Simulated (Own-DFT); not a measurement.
# From a pressure shift to a lattice shift: zincblende AlGaAs with randomly placed atoms, 64 atoms (Al8As32Ga24)

Everything here is calculated. The program is Own-DFT (plane waves, in-house, since retired, never reviewed by a person); positions were held fixed, and spin and spin-orbit coupling were off.

Keep in mind: forces not confirmed at this smearing and k mesh; stress not checked against mesh or cutoff.

Each geometry was run with PBE and with PBEsol, otherwise alike: PseudoDojo norm-conserving scalar-relativistic files made for PBE; cutoff 42 hartree; 3 x 3 x 3 k mesh centred on Gamma; Fermi-Dirac smearing of 0.1 eV. Unstrained cell vectors in Å: (11.311, 0.000, 0.000); (0.000, 11.310, 0.000); (0.000, 0.000, 11.310). Each has a uniform strain, of which the change of volume is shown, and random moves of rms u per axis. The random placing of the alloy's atoms differs from row to row.

| run | volume change (%) | u (Å) | P with PBE (GPa) | P with PBEsol (GPa) |
|---|---|---|---|---|
| 1 | 3.09 | 0.0513 | 1.63 | -1.00 |
| 2 | -4.05 | 0.0478 | 7.27 | 4.25 |
| 3 | 3.72 | 0.0548 | 1.49 | -1.12 |
| 4 | 4.87 | 0.0544 | 0.52 | -2.04 |
| 5 | 1.32 | 0.0517 | 2.81 | 0.09 |
| 6 | -0.01 | 0.0526 | 4.09 | 1.29 |
| 7 | 1.54 | 0.0496 | 2.48 | -0.23 |
| 8 | -1.75 | 0.0513 | 5.29 | 2.40 |
| 9 | -0.35 | 0.0466 | 3.91 | 1.10 |
| 10 | 1.00 | 0.0518 | 3.02 | 0.28 |
| 11 | -2.50 | 0.0533 | 5.97 | 3.04 |
| 12 | -2.64 | 0.0474 | 6.20 | ? |

Question: by how much does PBEsol shrink this cell, and what belongs in the blank?

## Working it out

Write v for the change of volume as a fraction. Fitted to v and u², the PBE pressure has a slope of -79 ± 3 GPa in v, with the ions held to the strained lattice. The difference PBEsol less PBE is -2.80 + 5.2 v GPa (slope ± 0.1) and averages -2.76 GPa. Divided by the mean slope of the two, 76 GPa, that makes PBEsol's volume at a given pressure, near 2 GPa, about 3.6 % smaller, or 1.21 % in lengths. At one volume PBEsol's slope is the smaller by 5 GPa, but its pressure there is lower too. If stiffness rises by about 4 GPa for each GPa, PBEsol at equal pressure is stiffer by about 6 GPa. Files made for PBEsol would give a different shift.

For run 12 the line gives 3.26 GPa. DFT gave 3.26 GPa.
